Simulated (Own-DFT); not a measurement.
# Strain and stress in wurtzite AlGaN with randomly placed atoms, 72 atoms (Al9Ga27N36)

Calculated results; nothing here was measured. The program, named Own-DFT, is a retired in-house plane-wave density functional code that no person has reviewed. Each row is one single-point run on a periodic cell that was not relaxed, without spin or spin-orbit coupling.

Settings of every run: PBE; PseudoDojo norm-conserving scalar-relativistic files (stringent for Ga); cutoff 96 hartree; 4 x 4 x 3 k mesh centred on Gamma; Gaussian smearing of 0.01 eV.

Known limits: forces on such cells passed a denser k mesh, each cell not checked; stress not checked against mesh or cutoff.

Unstrained cell vectors in Å: (9.509, 0.000, 0.000); (-4.755, 8.235, 0.000); (0.000, 0.000, 10.268). The unstrained cell has measured lattice constants (interpolated for alloys), not those of this functional. That, the random moves and any unrelaxed bonds set the pressure at no strain. Each run strains this cell uniformly, with the atoms carried along. Every atom was also moved at random, by a Gaussian of width 0.05 Å on each axis. The random placing of the alloy's atoms differs from row to row. Strain is the symmetric tensor, in per cent. Stress is positive in tension, and the pressure is minus a third of its trace.

```
run,e_xx (%),e_yy (%),e_zz (%),s_xx (GPa),s_yy (GPa),s_zz (GPa),P (GPa),E (meV/atom)
1,1.75,1.75,0.00,1.85,1.02,-5.07,0.73,15.1
2,1.00,1.00,0.00,-2.64,-2.54,-5.65,3.61,17.3
3,2.75,2.75,0.00,6.23,5.78,-3.14,-2.96,0.0
4,0.25,0.25,0.00,-8.35,-4.13,-5.59,6.02,11.0
5,3.00,3.00,0.00,6.65,8.11,-3.83,-3.65,6.6
6,-0.25,-0.25,0.00,-7.61,-9.14,-6.31,7.69,1.1
7,-1.25,-1.25,0.00,-15.61,-13.78,-8.47,12.62,26.0
8,-3.00,-3.00,0.00,-25.06,-26.14,-13.11,21.44,73.5
9,2.00,2.00,0.00,?,?,?,?,?
```

E is the free energy for each atom above the lowest run shown.

## Worked fit

The change of volume is close to e_xx + e_yy + e_zz. A straight line through the runs shown gives P = 7.94 - 204 x (fractional change of volume) GPa, with an error of 9 on the slope and a scatter of 0.97 GPa. The strain isn't the same on all axes and the cell isn't cubic, so the slope belongs to this path and is not the bulk modulus.

## Withheld run

Question: what pressure should run 9 give? Its volume changes by 4.04 %.

The line gives -0.3 GPa. The calculation gave -0.63 GPa.
